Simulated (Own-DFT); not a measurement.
# Shaking the atoms of grey tin, 64 atoms (Sn64)

Calculated results; nothing here was measured. The program, named Own-DFT, is a retired in-house plane-wave density functional code that no person has reviewed. Each row is one single-point run on a periodic cell that was not relaxed, without spin or spin-orbit coupling.

Settings of every run: PBE; PseudoDojo norm-conserving scalar-relativistic files; cutoff 42 hartree; 3 x 3 x 3 k mesh centred on Gamma; cold (Marzari-Vanderbilt) smearing of 0.2 eV.

Known limits: forces on such cells moved up to 12 meV/angstrom on a denser k mesh; stress not checked against mesh or cutoff.

Cell vectors in Å: (12.978, 0.000, 0.000); (0.000, 12.978, 0.000); (0.000, 0.000, 12.978). In each run every atom was moved at random and independently from its ideal site; u is the rms move along one axis. E is the free energy for each atom above the fitted value at u = 0, and F the rms of the force components.

```
run   u (Å)  E (meV/atom)  F (eV/Å)  largest force (eV/Å)  P (GPa)
  1  0.0190           4.8     0.214                  0.69     3.38
  2  0.0198           4.6     0.213                  0.79     3.38
  3  0.0206           5.7     0.235                  0.72     3.39
  4  0.0487          29.8     0.533                  1.57     3.61
  5  0.0489          30.0     0.517                  1.93     3.61
  6  0.0902             ?         ?                     ?        ?
  7  0.1088         154.5     1.271                  4.94     4.83
  8  0.1431         312.9     2.307                 10.89     6.26
```

## Worked fit

For small independent moves the energy grows as E = (3/2) K u², with K the mean stiffness felt by one atom. The runs with u up to 0.11 Å give K = 8.5 ± 0.2 eV/Å², with residuals divided by u² + 0.0006 Å², since the noise grows with the moves. The scatter is 1.0 meV/atom at u = 0.05 Å. The forces follow F = G u with G = 11.1 eV/Å²; no force at u = 0 is resolved. G exceeds K because the moves of its neighbours add to the force on an atom, and stiffness differs between atoms. At u = 0.143 Å the parabola gives 262 meV/atom and the run 313. The pressure follows P = 3.32 + 126 u² GPa: at fixed volume, shortened bonds push harder than stretched ones pull.

## Withheld run

Question: what energy and rms force should run 6 give?

The fit gives 104 ± 3 meV/atom and about 1.00 eV/Å. The calculation gave 116.0 meV/atom and 1.140 eV/Å. This run lies off the fit, by chance or by something that the fit leaves out.
